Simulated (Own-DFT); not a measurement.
# Point defects and the pressure they add: D0_22 TiAl3

Source: density functional calculations with Own-DFT, an unreviewed in-house program that is no longer used. Nothing was measured or relaxed, and spin and spin-orbit coupling are left out.

Common settings: PBE; PseudoDojo norm-conserving scalar-relativistic files; cutoff 42 hartree; 4 x 4 x 4 k mesh centred on Gamma; cold (Marzari-Vanderbilt) smearing of 0.2 eV.

Keep in mind: forces on such cells failed a check on a denser k mesh; stress not checked against mesh or cutoff.

All runs share one cell, with vectors in Å (-2.365, -6.981, 4.326); (-7.667, 3.491, 1.442); (-2.950, -3.488, -7.241) and a volume of 625.4 Å³. u is the rms random offset of the atoms per axis. The defect's site can differ from row to row.

| cell | formula | u (Å) | P (GPa) |
|---|---|---|---|
| no defect | Al30Ti10 | 0.0211 | 1.98 |
| no defect | Al30Ti10 | 0.0215 | 2.00 |
| no defect | Al30Ti10 | 0.0565 | 2.84 |
| two Ti on an Al site each | Al28Ti12 | 0.0277 | 3.10 |
| two Ti on an Al site each | Al28Ti12 | 0.0319 | 3.39 |
| two Ti on an Al site each | Al28Ti12 | 0.0536 | 3.69 |
| two Al vacancies | Al28Ti10 | 0.0277 | 1.29 |
| two Al vacancies | Al28Ti10 | 0.0313 | ? |
| two Al vacancies | Al28Ti10 | 0.0497 | 1.60 |
| two Al vacancies | Al28Ti10 | 0.0540 | 1.84 |
| two Al on a Ti site each | Al32Ti8 | 0.0302 | 2.90 |
| two Al on a Ti site each | Al32Ti8 | 0.0309 | 2.92 |
| two Al on a Ti site each | Al32Ti8 | 0.0517 | 3.54 |

## Fit

P = P0 + c u² + a shift for each defect gives P0 = 1.88 GPa, c = 287 ± 28 GPa/Å² and a scatter of 0.10 GPa. The shifts, and each times the cell's volume:

- two Ti on an Al site each: 1.06 ± 0.08 GPa, 4.2 eV (2.1 eV for each of its 2 sites)
- two Al on a Ti site each: 0.81 ± 0.08 GPa, 3.1 eV (1.6 eV for each of its 2 sites)
- two Al vacancies: -0.90 ± 0.08 GPa, -3.5 eV (-1.7 eV for each of its 2 sites)

Positive is outwards. The product with the volume (160.2 GPa Å³ to the eV) is nearly free of the cell's size; divided by the bulk modulus at the cell's pressure it gives the volume that the defect adds. The atoms around the defects weren't relaxed, which would change these numbers.

## Prediction

Question: what pressure belongs in the blank (two Al vacancies, u = 0.0313 Å)?

The fitted form gives 1.27 ± 0.12 GPa. The run itself gave 1.16 GPa.
